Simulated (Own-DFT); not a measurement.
Hf36O71 (tetragonal hafnia with one neutral oxygen vacancy, atoms displaced) (calculated)

Computed with Own-DFT development build. A calculation, not a measurement: plane-wave PBE and HSE06 DFT by an unreviewed code, no spin, of a simulated cell at Gamma alone, so results move with cell size and shape, stress positive in tension, energies less offsets, not probed for a lower state with spin; hafnium file: forces about 75 meV/angstrom off all-electron values; oxygen file: force components 24 meV/angstrom off all-electron in a glass; k mesh not checked against a denser one; forces and stress are PBE's, HSE06 gives the energy alone, and its difference from PBE has offsets of its own; offsets are fitted by least squares, one for each functional and potential file, so energies compare only between cells with the same atoms and settings and are not formation energies; the far tail of each file's local potential was reset to the Coulomb form; each entry is a single point on an unrelaxed cell, so the pressure reflects the starting lattice, taken from the Materials Project, from which strain is counted, and rises with the displacements; printed positions are rounded, which can move forces by about a meV/angstrom; the program is a retired in-house code; no spin-orbit coupling.

Common to all runs: first functional PBE; second functional HSE06; exact exchange share 0.25; screening 0.11 1/bohr; exchange divergence Gygi-Baldereschi; potential files PseudoDojo norm-conserving, scalar-relativistic, made for PBE, standard set; wave cutoff 48 hartree; occupations fixed; k mesh 1 x 1 x 1 centred on Gamma.

(1) 
```cif
# cell vector a (Å): 10.7800 0.0000 0.0000
# cell vector b (Å): 0.0000 10.7800 0.0000
# cell vector c (Å): 0.0000 0.0000 10.4493
data_Hf36O71
_symmetry_space_group_name_H-M 'P 1'
_symmetry_Int_Tables_number 1
_cell_length_a 10.7800
_cell_length_b 10.7800
_cell_length_c 10.4493
_cell_angle_alpha 90.000
_cell_angle_beta 90.000
_cell_angle_gamma 90.000
_cell_volume 1214.30
loop_
_atom_site_label
_atom_site_type_symbol
_atom_site_fract_x
_atom_site_fract_y
_atom_site_fract_z
_atom_site_occupancy
Hf1 Hf 0.00318 0.00737 0.99932 1
Hf2 Hf 0.16849 0.16318 0.24952 1
O1 O 0.00249 0.16138 0.15662 1
O2 O 0.16056 0.00271 0.34124 1
O3 O 0.99615 0.17405 0.39713 1
O4 O 0.17429 0.00081 0.09677 1
Hf3 Hf 0.00681 0.99831 0.49937 1
Hf4 Hf 0.16936 0.16437 0.75471 1
O5 O 0.00201 0.16992 0.64930 1
O6 O 0.15821 0.99448 0.85129 1
O7 O 0.00546 0.15905 0.89687 1
O8 O 0.15968 0.99894 0.60461 1
Hf5 Hf 0.99839 0.33413 0.00846 1
Hf6 Hf 0.15853 0.50506 0.25216 1
O9 O 0.99970 0.49949 0.15376 1
O10 O 0.17073 0.32936 0.35122 1
O11 O 0.01063 0.49945 0.40590 1
O12 O 0.16718 0.33783 0.09384 1
Hf7 Hf 0.99518 0.32622 0.50375 1
Hf8 Hf 0.16584 0.50320 0.74283 1
O13 O 0.99886 0.51208 0.65078 1
O14 O 0.16193 0.33004 0.84935 1
O15 O 0.99833 0.50038 0.90278 1
O16 O 0.16313 0.33777 0.59703 1
Hf9 Hf 0.99625 0.66887 0.99715 1
Hf10 Hf 0.16436 0.82607 0.24492 1
O17 O 0.00276 0.82629 0.15235 1
O18 O 0.16525 0.66288 0.35253 1
O19 O 0.99763 0.83353 0.39304 1
O20 O 0.16370 0.66430 0.10149 1
Hf11 Hf 0.99510 0.66455 0.50154 1
Hf12 Hf 0.16506 0.84107 0.75647 1
O21 O 0.99491 0.83282 0.64549 1
O22 O 0.17270 0.66490 0.84228 1
O23 O 0.00000 0.83641 0.90612 1
O24 O 0.16671 0.66038 0.60006 1
Hf13 Hf 0.33206 0.00353 0.99391 1
Hf14 Hf 0.50310 0.16572 0.24093 1
O25 O 0.33109 0.16345 0.15104 1
O26 O 0.50260 0.00670 0.34650 1
O27 O 0.33191 0.16724 0.40801 1
O28 O 0.50259 0.00442 0.09707 1
Hf15 Hf 0.33421 0.00582 0.50145 1
Hf16 Hf 0.49347 0.16537 0.75119 1
O29 O 0.33385 0.16443 0.65767 1
O30 O 0.49168 0.00132 0.84686 1
O31 O 0.32671 0.16346 0.90241 1
O32 O 0.49981 0.99676 0.59612 1
Hf17 Hf 0.34218 0.33878 0.00647 1
Hf18 Hf 0.49800 0.50315 0.24526 1
O33 O 0.32294 0.49411 0.15915 1
O34 O 0.50517 0.33327 0.34531 1
O35 O 0.33788 0.49764 0.40604 1
O36 O 0.49981 0.33424 0.09882 1
Hf19 Hf 0.33484 0.33233 0.49337 1
Hf20 Hf 0.49858 0.50413 0.73605 1
O37 O 0.32961 0.49147 0.65739 1
O38 O 0.49865 0.33553 0.84742 1
O39 O 0.32985 0.48619 0.89956 1
O40 O 0.50402 0.33444 0.60412 1
Hf21 Hf 0.33157 0.67045 0.00679 1
Hf22 Hf 0.50292 0.82673 0.24907 1
O41 O 0.33415 0.82945 0.15305 1
O42 O 0.50923 0.65583 0.33928 1
O43 O 0.33236 0.81911 0.40227 1
O44 O 0.49901 0.66891 0.09737 1
Hf23 Hf 0.32972 0.66628 0.50475 1
Hf24 Hf 0.49782 0.82523 0.75634 1
O45 O 0.32862 0.83114 0.65677 1
O46 O 0.49904 0.65891 0.84320 1
O47 O 0.33687 0.83917 0.89402 1
O48 O 0.50091 0.67567 0.59924 1
Hf25 Hf 0.66784 0.00805 0.00391 1
Hf26 Hf 0.83371 0.16917 0.24845 1
O49 O 0.67262 0.16800 0.15533 1
O50 O 0.82820 0.00207 0.35036 1
O51 O 0.66983 0.17557 0.39804 1
O52 O 0.83301 0.99937 0.09782 1
Hf27 Hf 0.66302 0.00495 0.50294 1
Hf28 Hf 0.82803 0.17290 0.75745 1
O53 O 0.66519 0.16430 0.65803 1
O54 O 0.83415 0.99525 0.86120 1
O55 O 0.82961 0.99351 0.59553 1
Hf29 Hf 0.66644 0.33756 0.99677 1
Hf30 Hf 0.82720 0.50050 0.25470 1
O56 O 0.66622 0.49911 0.14211 1
O57 O 0.83558 0.34016 0.34579 1
O58 O 0.66778 0.48487 0.40234 1
O59 O 0.83612 0.33278 0.08483 1
Hf31 Hf 0.67030 0.34458 0.50180 1
Hf32 Hf 0.82693 0.49361 0.74830 1
O60 O 0.67062 0.50437 0.64857 1
O61 O 0.83029 0.32902 0.85055 1
O62 O 0.66529 0.50787 0.89627 1
O63 O 0.83574 0.33030 0.59720 1
Hf33 Hf 0.66818 0.66314 0.00167 1
Hf34 Hf 0.82800 0.83366 0.24877 1
O64 O 0.66702 0.82506 0.14284 1
O65 O 0.83594 0.66101 0.34843 1
O66 O 0.66224 0.83177 0.40480 1
O67 O 0.82669 0.66685 0.09972 1
Hf35 Hf 0.65873 0.66147 0.49845 1
Hf36 Hf 0.83659 0.83963 0.75392 1
O68 O 0.67013 0.83584 0.65739 1
O69 O 0.83181 0.66765 0.84741 1
O70 O 0.66809 0.83030 0.90804 1
O71 O 0.83844 0.66637 0.58702 1
_calc_PBE_energy_of_cell_above_offsets '-96.838'  # eV
_calc_HSE06_less_PBE_above_offsets '0.078'  # eV
_calc_PBE_pressure 2.31  # GPa
_calc_PBE_stress_xx -2.77  # GPa
_calc_PBE_stress_yy -1.33  # GPa
_calc_PBE_stress_zz -2.82  # GPa
_calc_PBE_stress_yz 0.34  # GPa
_calc_PBE_stress_xz -0.19  # GPa
_calc_PBE_stress_xy 0.12  # GPa
```

Force:
```csv
element,x (eV/Å),y (eV/Å),z (eV/Å)
Hf,-0.353,-1.039,0.845
Hf,-0.042,1.608,-0.038
O,-0.346,0.207,-1.151
O,0.487,-1.294,1.275
O,-0.065,-1.593,0.364
O,-1.149,-0.383,-0.084
Hf,-2.374,-0.066,-0.621
Hf,-1.427,1.872,0.181
O,-0.63,-0.229,0.465
O,0.774,1.433,0.569
O,-0.699,1.577,0.495
O,1.932,-0.012,-0.471
Hf,3.24,0.495,-2.206
Hf,-0.295,-1.866,0.989
O,-1.391,-0.065,-0.097
O,0.373,0.299,-0.804
O,-0.663,-0.596,-0.201
O,-0.285,-0.581,0.593
Hf,2.371,0.936,-0.728
Hf,-1.062,-1.443,1.296
O,-1.21,-0.815,0.738
O,-0.32,-0.028,-0.954
O,-0.356,-0.221,0.36
O,0.754,-0.306,-0.165
Hf,-0.578,-0.528,0.029
Hf,-0.37,0.324,1.184
O,-1.067,0.16,-0.293
O,0.422,1.02,-0.497
O,0.233,0.189,0.739
O,0.586,0.292,-0.465
Hf,1.649,0.144,-0.656
Hf,-0.409,-2.425,-1.585
O,1.24,0.195,0.812
O,-0.055,1.065,1.249
O,0.2,-0.605,-0.44
O,0.376,0.256,-0.475
Hf,0.96,-0.114,0.942
Hf,-0.179,0.399,1.25
O,0.967,0.304,0.281
O,-0.471,-1.277,-0.112
O,0.129,-0.874,-0.51
O,-0.332,-0.112,0.021
Hf,0.122,-1.393,0.174
Hf,1.223,0.584,0.469
O,-0.558,-0.372,-1.256
O,1.022,-0.053,-0.034
O,0.244,0.943,-0.224
O,-1,0.231,0.045
Hf,-2.881,-0.919,-1.256
Hf,-0.833,-2.792,-0.366
O,2.316,0.699,-0.753
O,-0.9,0.047,-0.305
O,0.417,0.956,-0.003
O,1.424,-0.135,0.311
Hf,-0.941,0.894,0.994
Hf,-0.633,-1.789,1.976
O,1.507,0.686,-1.206
O,0.923,-0.542,0.219
O,0.363,2.736,0.744
O,-0.199,0.27,-1.001
Hf,-0.712,-0.674,-1.618
Hf,0.224,1.116,0.084
O,0.349,-0.36,-0.389
O,0.507,1.776,1.49
O,0.65,2.293,-0.206
O,-0.635,-0.517,0.046
Hf,-1.564,-0.541,0.159
Hf,0.768,1.31,-0.575
O,0.438,0.149,-0.485
O,-0.694,0.694,0.686
O,-0.293,-1.372,1.441
O,-0.487,-0.935,-0.196
Hf,0.507,-0.967,-1.113
Hf,0.587,-0.77,1.774
O,-0.949,0.097,-1.566
O,-0.109,-0.2,-0.989
O,0.087,-0.45,1.007
O,0.124,-0.018,0.728
Hf,1.39,0.119,-0.612
Hf,0.992,-2.654,-1.307
O,-0.015,-0.185,0.665
O,-0.573,1.72,-1.067
O,0.88,0.601,0.266
Hf,-0.356,0.01,-0.557
Hf,1.2,0.504,-1.259
O,-0.184,-0.244,0.973
O,0.192,-0.838,-0.1
O,-0.086,4.869,-1.918
O,-1.807,-0.203,1.87
Hf,-1.061,-4.983,0.883
Hf,2.543,2.01,0.841
O,-0.9,0.043,-0.899
O,-0.67,1.061,-0.13
O,0.446,-2.142,-0.315
O,-1.25,0.522,1.339
Hf,0.295,1.337,-0.826
Hf,1.146,0.282,0.429
O,-0.739,0.681,1.93
O,-0.708,0.57,-0.318
O,-0.242,-0.372,-0.446
O,1.581,-0.161,-0.034
Hf,2.428,1.376,-0.028
Hf,-0.888,-0.569,-0.67
O,-0.841,-0.524,0.13
O,0.421,-0.41,-0.392
O,-0.881,0.83,-0.309
O,-3.294,-0.237,0.93
```

(2) 
```cif
# cell vector a (Å): 10.7800 0.0000 0.0000
# cell vector b (Å): 0.0000 10.7800 0.0000
# cell vector c (Å): 0.0000 0.0000 10.4493
data_Hf36O71
_symmetry_space_group_name_H-M 'P 1'
_symmetry_Int_Tables_number 1
_cell_length_a 10.7800
_cell_length_b 10.7800
_cell_length_c 10.4493
_cell_angle_alpha 90.000
_cell_angle_beta 90.000
_cell_angle_gamma 90.000
_cell_volume 1214.30
loop_
_atom_site_label
_atom_site_type_symbol
_atom_site_fract_x
_atom_site_fract_y
_atom_site_fract_z
_atom_site_occupancy
Hf1 Hf 0.99781 0.99675 0.97661 1
Hf2 Hf 0.16757 0.16182 0.24316 1
O1 O 0.99276 0.16010 0.13922 1
O2 O 0.15156 0.00086 0.34890 1
O3 O 0.00201 0.17090 0.39310 1
O4 O 0.16007 0.00237 0.09172 1
Hf3 Hf 0.00605 0.00244 0.49402 1
Hf4 Hf 0.16879 0.16256 0.74902 1
O5 O 0.99311 0.16709 0.65868 1
O6 O 0.16566 0.00392 0.84681 1
O7 O 0.99991 0.17281 0.90060 1
O8 O 0.17397 0.00778 0.59842 1
Hf5 Hf 0.99223 0.33812 0.99954 1
Hf6 Hf 0.15938 0.50910 0.25518 1
O9 O 0.99906 0.48959 0.15143 1
O10 O 0.16987 0.33890 0.34409 1
O11 O 0.15695 0.32487 0.10850 1
Hf7 Hf 0.00447 0.32308 0.48418 1
Hf8 Hf 0.17994 0.48439 0.75779 1
O12 O 0.01134 0.49801 0.65570 1
O13 O 0.15904 0.33007 0.84568 1
O14 O 0.00829 0.48970 0.90559 1
O15 O 0.16563 0.32418 0.59156 1
Hf9 Hf 0.98764 0.66142 0.99825 1
Hf10 Hf 0.15705 0.82980 0.24830 1
O16 O 0.00606 0.84042 0.16025 1
O17 O 0.16509 0.67386 0.36217 1
O18 O 0.98860 0.83294 0.41050 1
O19 O 0.16591 0.67017 0.09776 1
Hf11 Hf 0.01205 0.67290 0.49125 1
Hf12 Hf 0.16583 0.83685 0.75777 1
O20 O 0.00137 0.83373 0.64979 1
O21 O 0.17775 0.67280 0.84702 1
O22 O 0.99876 0.83115 0.91624 1
O23 O 0.15957 0.66895 0.59874 1
Hf13 Hf 0.34596 0.99514 0.99934 1
Hf14 Hf 0.49213 0.16905 0.24642 1
O24 O 0.33988 0.17825 0.15046 1
O25 O 0.49409 0.01250 0.35934 1
O26 O 0.33937 0.16811 0.39289 1
O27 O 0.50703 0.00035 0.10385 1
Hf15 Hf 0.32589 0.00757 0.49075 1
Hf16 Hf 0.49870 0.16468 0.75269 1
O28 O 0.32408 0.15810 0.64623 1
O29 O 0.50609 0.00375 0.85171 1
O30 O 0.33384 0.17701 0.90712 1
O31 O 0.50103 0.00676 0.59976 1
Hf17 Hf 0.34117 0.33424 0.99056 1
Hf18 Hf 0.49354 0.51319 0.25408 1
O32 O 0.32189 0.49055 0.15771 1
O33 O 0.50827 0.33626 0.34696 1
O34 O 0.34443 0.50577 0.39706 1
O35 O 0.50684 0.34099 0.10892 1
Hf19 Hf 0.31530 0.32383 0.49146 1
Hf20 Hf 0.49147 0.49505 0.73873 1
O36 O 0.32224 0.50466 0.65936 1
O37 O 0.50565 0.33954 0.85030 1
O38 O 0.34762 0.49842 0.90474 1
O39 O 0.50190 0.34059 0.58944 1
Hf21 Hf 0.32882 0.65971 0.00982 1
Hf22 Hf 0.50885 0.83607 0.24779 1
O40 O 0.33901 0.82174 0.13956 1
O41 O 0.48543 0.65968 0.35051 1
O42 O 0.32041 0.84754 0.40940 1
O43 O 0.49083 0.67965 0.10910 1
Hf23 Hf 0.33361 0.64714 0.50230 1
Hf24 Hf 0.49528 0.84395 0.75965 1
O44 O 0.32000 0.81406 0.65220 1
O45 O 0.49851 0.66720 0.85704 1
O46 O 0.33693 0.83810 0.90069 1
O47 O 0.49550 0.66050 0.59526 1
Hf25 Hf 0.67071 0.99924 0.99130 1
Hf26 Hf 0.83945 0.16120 0.24808 1
O48 O 0.66421 0.17011 0.14895 1
O49 O 0.84386 0.00862 0.33620 1
O50 O 0.66366 0.15370 0.39823 1
O51 O 0.82944 0.00296 0.10619 1
Hf27 Hf 0.66648 0.00241 0.50831 1
Hf28 Hf 0.84832 0.17137 0.74477 1
O52 O 0.65512 0.16308 0.65378 1
O53 O 0.83927 0.98199 0.86138 1
O54 O 0.66029 0.16623 0.90269 1
O55 O 0.83109 0.99430 0.60995 1
Hf29 Hf 0.65584 0.33533 0.99857 1
Hf30 Hf 0.82723 0.49147 0.25740 1
O56 O 0.65508 0.50660 0.13611 1
O57 O 0.84382 0.33427 0.34233 1
O58 O 0.68394 0.49951 0.41096 1
O59 O 0.83301 0.32763 0.09396 1
Hf31 Hf 0.66625 0.32556 0.50258 1
Hf32 Hf 0.83417 0.49440 0.74780 1
O60 O 0.66740 0.49493 0.65144 1
O61 O 0.83283 0.33275 0.86049 1
O62 O 0.65511 0.49471 0.90173 1
O63 O 0.83003 0.33513 0.58680 1
Hf33 Hf 0.66377 0.67475 0.98103 1
Hf34 Hf 0.84944 0.84151 0.26276 1
O64 O 0.65990 0.82947 0.14469 1
O65 O 0.82151 0.65970 0.35503 1
O66 O 0.65801 0.83570 0.40356 1
O67 O 0.83926 0.67496 0.09241 1
Hf35 Hf 0.65964 0.68276 0.48921 1
Hf36 Hf 0.82770 0.84410 0.75397 1
O68 O 0.66706 0.83002 0.65438 1
O69 O 0.82852 0.66019 0.84337 1
O70 O 0.67354 0.83731 0.89942 1
O71 O 0.84067 0.66207 0.59430 1
_calc_PBE_energy_of_cell_above_offsets '-86.561'  # eV
_calc_HSE06_less_PBE_above_offsets '0.638'  # eV
_calc_PBE_pressure 5.27  # GPa
_calc_PBE_stress_xx -2.77  # GPa
_calc_PBE_stress_yy -8.79  # GPa
_calc_PBE_stress_zz -4.25  # GPa
_calc_PBE_stress_yz -0.44  # GPa
_calc_PBE_stress_xz 1.67  # GPa
_calc_PBE_stress_xy -0.16  # GPa
```

Force:
```csv
element,x (eV/Å),y (eV/Å),z (eV/Å)
Hf,0.5,3.39,4.904
Hf,-1.03,1.599,-3.17
O,1.295,-0.219,1.592
O,0.012,-0.135,0.09
O,0.381,-2.014,-0.002
O,2.229,0.039,0.299
Hf,0.092,-0.808,1.681
Hf,-0.519,0.644,0.413
O,4.086,-0.467,-3.188
O,-0.221,-0.017,0.384
O,-0.625,-1.594,-1.835
O,-3.04,-0.016,-0.114
Hf,0.556,-1.977,2.365
Hf,-0.676,-1.212,-1.434
O,-0.214,1.437,1.082
O,-0.044,-0.892,1.224
O,1.082,-0.237,-1.534
Hf,-1.264,4.74,1.627
Hf,-5.767,3.969,0.55
O,-0.579,-1.051,0.254
O,1.515,-1.535,0.396
O,-0.316,3.328,-0.826
O,-0.805,-0.334,0.896
Hf,1.988,-1.36,-0.66
Hf,4.81,0.661,-0.066
O,-2.247,-0.329,-0.441
O,-0.201,-0.537,-2.014
O,-0.14,2.008,-1.897
O,-1.76,-0.23,1.209
Hf,-2.145,-3.609,4.006
Hf,0.348,-2.631,-2.093
O,0.052,1.344,1.106
O,-0.104,-1.513,0.59
O,0.454,-1.967,-1.907
O,1.087,-0.511,-0.425
Hf,-1.623,0.206,1.786
Hf,3.78,1.075,0.876
O,-2.152,-0.985,-0.718
O,0.075,-2.061,-1.296
O,-1.901,0.568,-0.068
O,-1.114,-0.261,-0.666
Hf,2.643,-1.487,0.6
Hf,0.254,1.307,-0.698
O,2.092,1.459,0.623
O,-0.888,-0.086,0.627
O,0.208,-3.106,-1.933
O,-1.211,-1.038,0.948
Hf,-0.348,0.876,4.453
Hf,1.278,-4.302,-2.841
O,0.987,1.097,-0.714
O,-0.185,-0.053,-0.047
O,-1.684,-3.695,0.26
O,-2.492,-0.634,-1.708
Hf,3.637,1.256,-0.948
Hf,3.742,1.242,0.889
O,2.473,-0.406,-2.95
O,-1.249,-1.994,-0.792
O,-1.14,-0.139,-0.841
O,-2.648,-0.222,1.285
Hf,0.9,1.339,-0.758
Hf,-1.633,0.387,-0.384
O,-1.748,2.266,1.801
O,1.388,4.408,1.488
O,0.307,-2.043,-1.07
O,1.104,-1.582,-0.8
Hf,-1.477,5.062,1.969
Hf,-1.477,-3.164,-2.307
O,2.242,1.672,1.421
O,0.512,1.11,-1.118
O,0.452,0.421,-0.197
O,0.627,-0.209,0.361
Hf,0.64,2.042,3.63
Hf,-1.998,3.029,-3.88
O,0.242,-0.274,0.638
O,0.334,-2.733,3.909
O,1.454,1.272,1.093
O,0.124,-1.1,-1.438
Hf,-1.655,0.788,-0.232
Hf,-5.103,0.945,3.237
O,2.291,0.411,-0.18
O,-0.33,4.739,0.147
O,0.048,-0.68,-0.79
O,0.569,0.983,-0.966
Hf,1.838,0.064,1.449
Hf,-1.354,1.654,-1.715
O,1.576,0.56,2.053
O,0.376,-1.462,1.102
O,-1.184,-0.349,-0.824
O,-1.263,0.85,0.792
Hf,-1.522,1.346,-1.743
Hf,0.062,0.855,-1.638
O,-0.39,-0.254,0.992
O,0.042,-0.363,-2.622
O,0.829,1.826,-0.885
O,2.1,-1.269,1.461
Hf,-0.599,-3.708,2.846
Hf,-2.361,-2.172,-2.61
O,1.675,0.051,0.625
O,1.114,2.142,-1.836
O,0.257,2.787,-1.768
O,-1.481,0.225,0.786
Hf,2.493,-5.155,3.436
Hf,1.216,-4.928,-3.522
O,-1.181,0.131,-0.041
O,0.211,0.778,0.8
O,-0.763,0.391,-1.492
O,-0.84,0.332,-0.408
```

(3) 
```cif
# cell vector a (Å): 10.7800 0.0000 0.0000
# cell vector b (Å): 0.0000 10.7800 0.0000
# cell vector c (Å): 0.0000 0.0000 10.4493
data_Hf36O71
_symmetry_space_group_name_H-M 'P 1'
_symmetry_Int_Tables_number 1
_cell_length_a 10.7800
_cell_length_b 10.7800
_cell_length_c 10.4493
_cell_angle_alpha 90.000
_cell_angle_beta 90.000
_cell_angle_gamma 90.000
_cell_volume 1214.30
loop_
_atom_site_label
_atom_site_type_symbol
_atom_site_fract_x
_atom_site_fract_y
_atom_site_fract_z
_atom_site_occupancy
Hf1 Hf 0.00322 0.00039 0.99287 1
Hf2 Hf 0.16842 0.16421 0.24901 1
O1 O 0.00060 0.16441 0.15101 1
O2 O 0.00697 0.16818 0.40440 1
O3 O 0.16400 0.00024 0.09737 1
Hf3 Hf 0.99960 0.00217 0.49644 1
Hf4 Hf 0.16199 0.16732 0.75190 1
O4 O 0.99802 0.16649 0.65479 1
O5 O 0.16415 0.00253 0.84390 1
O6 O 0.00136 0.16754 0.90214 1
O7 O 0.16930 0.00002 0.59130 1
Hf5 Hf 0.99968 0.33247 0.00181 1
Hf6 Hf 0.16443 0.50163 0.25135 1
O8 O 0.99398 0.50185 0.15484 1
O9 O 0.16171 0.33415 0.34322 1
O10 O 0.99464 0.49991 0.40492 1
O11 O 0.16382 0.33429 0.09590 1
Hf7 Hf 0.99818 0.33609 0.50837 1
Hf8 Hf 0.16969 0.50260 0.75054 1
O12 O 0.99607 0.50112 0.65129 1
O13 O 0.16558 0.33227 0.84394 1
O14 O 0.99509 0.49914 0.90607 1
O15 O 0.16686 0.33426 0.59826 1
Hf9 Hf 0.00204 0.66598 0.99899 1
Hf10 Hf 0.16806 0.83365 0.24205 1
O16 O 0.99953 0.83065 0.15326 1
O17 O 0.16898 0.66827 0.34128 1
O18 O 0.00233 0.83562 0.40241 1
O19 O 0.16569 0.67256 0.09583 1
Hf11 Hf 0.00199 0.66822 0.50092 1
Hf12 Hf 0.16297 0.83587 0.74654 1
O20 O 0.00083 0.83555 0.65448 1
O21 O 0.16999 0.66652 0.84010 1
O22 O 0.00391 0.83258 0.90777 1
O23 O 0.16315 0.67009 0.60120 1
Hf13 Hf 0.33280 0.99977 0.99630 1
Hf14 Hf 0.50926 0.16261 0.25017 1
O24 O 0.33118 0.16815 0.15386 1
O25 O 0.49775 0.99696 0.34916 1
O26 O 0.33451 0.16424 0.40490 1
O27 O 0.49853 0.99831 0.09696 1
Hf15 Hf 0.33531 0.00149 0.49868 1
Hf16 Hf 0.49881 0.16188 0.75378 1
O28 O 0.33742 0.16558 0.65385 1
O29 O 0.49399 0.00022 0.85283 1
O30 O 0.33320 0.16638 0.89924 1
O31 O 0.50046 0.00169 0.59381 1
Hf17 Hf 0.33173 0.33230 0.99639 1
Hf18 Hf 0.50065 0.49709 0.24758 1
O32 O 0.33526 0.49942 0.14921 1
O33 O 0.49915 0.33270 0.34988 1
O34 O 0.33405 0.49719 0.40358 1
O35 O 0.49478 0.33202 0.09574 1
Hf19 Hf 0.33485 0.33250 0.50359 1
Hf20 Hf 0.50020 0.49906 0.74986 1
O36 O 0.33568 0.50245 0.65454 1
O37 O 0.50082 0.33293 0.84978 1
O38 O 0.33317 0.49997 0.90240 1
O39 O 0.50315 0.33328 0.60071 1
Hf21 Hf 0.33504 0.66788 0.99726 1
Hf22 Hf 0.49940 0.83646 0.24800 1
O40 O 0.33315 0.83169 0.15279 1
O41 O 0.50338 0.66593 0.34612 1
O42 O 0.33303 0.83596 0.40196 1
O43 O 0.49923 0.66321 0.09590 1
Hf23 Hf 0.33067 0.66698 0.49680 1
Hf24 Hf 0.50265 0.83518 0.74975 1
O44 O 0.33851 0.83626 0.65303 1
O45 O 0.49895 0.67126 0.85293 1
O46 O 0.33109 0.83575 0.90231 1
O47 O 0.49788 0.66831 0.59513 1
Hf25 Hf 0.67173 0.99709 0.99727 1
Hf26 Hf 0.83044 0.16465 0.24987 1
O48 O 0.66839 0.16495 0.15246 1
O49 O 0.83315 0.99777 0.34694 1
O50 O 0.66023 0.16383 0.40213 1
O51 O 0.83170 0.99832 0.09866 1
Hf27 Hf 0.66147 0.00314 0.49546 1
Hf28 Hf 0.83461 0.16566 0.75071 1
O52 O 0.67145 0.16818 0.65846 1
O53 O 0.83142 0.99519 0.84171 1
O54 O 0.66399 0.16381 0.89951 1
O55 O 0.83484 0.99671 0.59779 1
Hf29 Hf 0.67053 0.33395 0.00077 1
Hf30 Hf 0.82867 0.49756 0.24476 1
O56 O 0.66673 0.50015 0.15104 1
O57 O 0.82781 0.33426 0.34531 1
O58 O 0.66666 0.50349 0.40481 1
O59 O 0.83329 0.33711 0.09964 1
Hf31 Hf 0.66258 0.33597 0.49335 1
Hf32 Hf 0.83286 0.50049 0.75375 1
O60 O 0.66574 0.50365 0.65394 1
O61 O 0.83471 0.33584 0.84622 1
O62 O 0.66519 0.50414 0.90541 1
O63 O 0.83863 0.33074 0.60164 1
Hf33 Hf 0.66463 0.66648 0.00389 1
Hf34 Hf 0.83395 0.83546 0.24751 1
O64 O 0.67106 0.83717 0.15295 1
O65 O 0.83770 0.66566 0.34864 1
O66 O 0.66712 0.83026 0.39958 1
O67 O 0.83277 0.66390 0.09517 1
Hf35 Hf 0.66499 0.66293 0.50091 1
Hf36 Hf 0.83200 0.83085 0.74884 1
O68 O 0.67000 0.83502 0.65796 1
O69 O 0.83202 0.66680 0.85020 1
O70 O 0.66706 0.83531 0.90128 1
O71 O 0.83249 0.66882 0.60236 1
_calc_PBE_energy_of_cell_above_offsets '-101.017'  # eV
_calc_HSE06_less_PBE_above_offsets '-0.138'  # eV
_calc_PBE_pressure 1.26  # GPa
_calc_PBE_stress_xx -0.69  # GPa
_calc_PBE_stress_yy -0.91  # GPa
_calc_PBE_stress_zz -2.19  # GPa
_calc_PBE_stress_yz 0.16  # GPa
_calc_PBE_stress_xz -0.32  # GPa
_calc_PBE_stress_xy -0.01  # GPa
```

Force:
```csv
element,x (eV/Å),y (eV/Å),z (eV/Å)
Hf,-0.505,-0.054,1.343
Hf,-0.396,-0.044,0.573
O,-0.761,0.192,0.217
O,-0.359,-0.133,-0.075
O,0.423,-0.194,-0.233
Hf,-0.055,-0.285,0.293
Hf,0.888,0.334,-1.017
O,0.621,-0.139,-0.156
O,-0.165,-0.332,0.421
O,-0.192,-0.054,-0.201
O,-0.555,0.009,-0.082
Hf,0.248,0.306,0.134
Hf,-0.017,-0.91,-0.444
O,1.22,-0.04,-0.179
O,0.549,0.13,0.138
O,0.614,0.035,0.146
O,0.262,0.246,-0.401
Hf,0.687,0.149,-1.259
Hf,-0.543,-0.55,-0.437
O,0.918,-0.003,0.61
O,-0.001,0.514,0.444
O,0.501,0.064,-0.369
O,0.306,0.013,0.023
Hf,-0.858,-0.092,0.609
Hf,-0.624,0.743,1.048
O,-0.086,0.136,-0.221
O,0.056,-0.256,0.86
O,0.465,-0.017,0.09
O,0.415,-0.524,-0.408
Hf,-1.541,-0.188,-0.49
Hf,1.114,-0.299,-0.166
O,-0.176,-0.082,-0.091
O,-0.252,0.253,0.881
O,0.19,0.014,-0.831
O,1.02,-0.236,-0.736
Hf,0.268,0.269,0.62
Hf,-2.374,0.332,-0.327
O,0.817,-0.207,-0.029
O,0.556,0.554,-0.272
O,-0.373,0.8,-0.243
O,0.458,0.144,0.243
Hf,-0.565,-0.408,0.149
Hf,0.568,0.835,-0.236
O,-0.871,0.235,0.026
O,0.224,-0.386,-0.586
O,-0.176,-0.04,0.301
O,0.667,0.114,0.782
Hf,-0.064,0.082,0.648
Hf,-1.003,0.638,0.021
O,-0.599,0.188,0.556
O,0.631,-0.228,-0.175
O,-0.089,0.366,0.041
O,1.5,-0.082,0.282
Hf,-0.277,-0.447,-0.279
Hf,0.238,0.246,0.632
O,-0.425,-0.141,-0.322
O,-0.044,0.088,-0.363
O,-0.168,0.024,-0.316
O,-0.27,0.26,-0.419
Hf,-0.106,-0.079,0.148
Hf,0.38,-0.869,0.268
O,0.48,0.044,-0.459
O,-0.481,-0.07,-0.382
O,-0.289,-0.497,-0.146
O,0.072,0.326,0.48
Hf,0.355,0.37,0.165
Hf,-0.227,-0.398,0.15
O,-0.892,-0.135,0.067
O,-0.095,-0.487,-0.795
O,-0.261,-0.22,0.129
O,0.077,-0.054,0.168
Hf,-0.601,-0.048,0.115
Hf,1.83,-0.071,0.05
O,0.097,0.334,-0.316
O,-0.15,1.096,0.067
O,0.144,0.854,-0.568
O,0.795,0.349,-0.539
Hf,1.441,-1.897,1.15
Hf,-0.493,0.023,-0.343
O,-0.948,-0.201,-0.873
O,0.376,0.917,1.105
O,0.457,0.441,0.951
O,-0.58,0.404,-0.716
Hf,-1.177,0.011,-0.826
Hf,1.287,1.237,1.26
O,-0.801,-0.329,-0.143
O,-0.383,-0.908,0.276
O,-0.154,-1.051,-0.585
O,-0.187,-0.481,-0.252
Hf,0.863,-0.133,1.334
Hf,0.134,0.646,-0.491
O,0.136,-0.264,-0.126
O,-0.46,-0.772,0.801
O,0.003,-0.965,-0.115
O,-1.778,0.176,-0.482
Hf,0.526,0.571,-0.679
Hf,0.435,-1.137,0.779
O,-1.192,-0.27,-0.404
O,-0.308,0.192,-0.49
O,-0.205,0.653,0.613
O,-0.095,0.17,0.151
Hf,0.548,1.367,0.097
Hf,0.224,-0.427,-0.33
O,-1.165,-0.047,-0.736
O,0.204,0.084,-0.1
O,-0.149,-0.422,0.355
O,0.271,0.028,-0.557
```
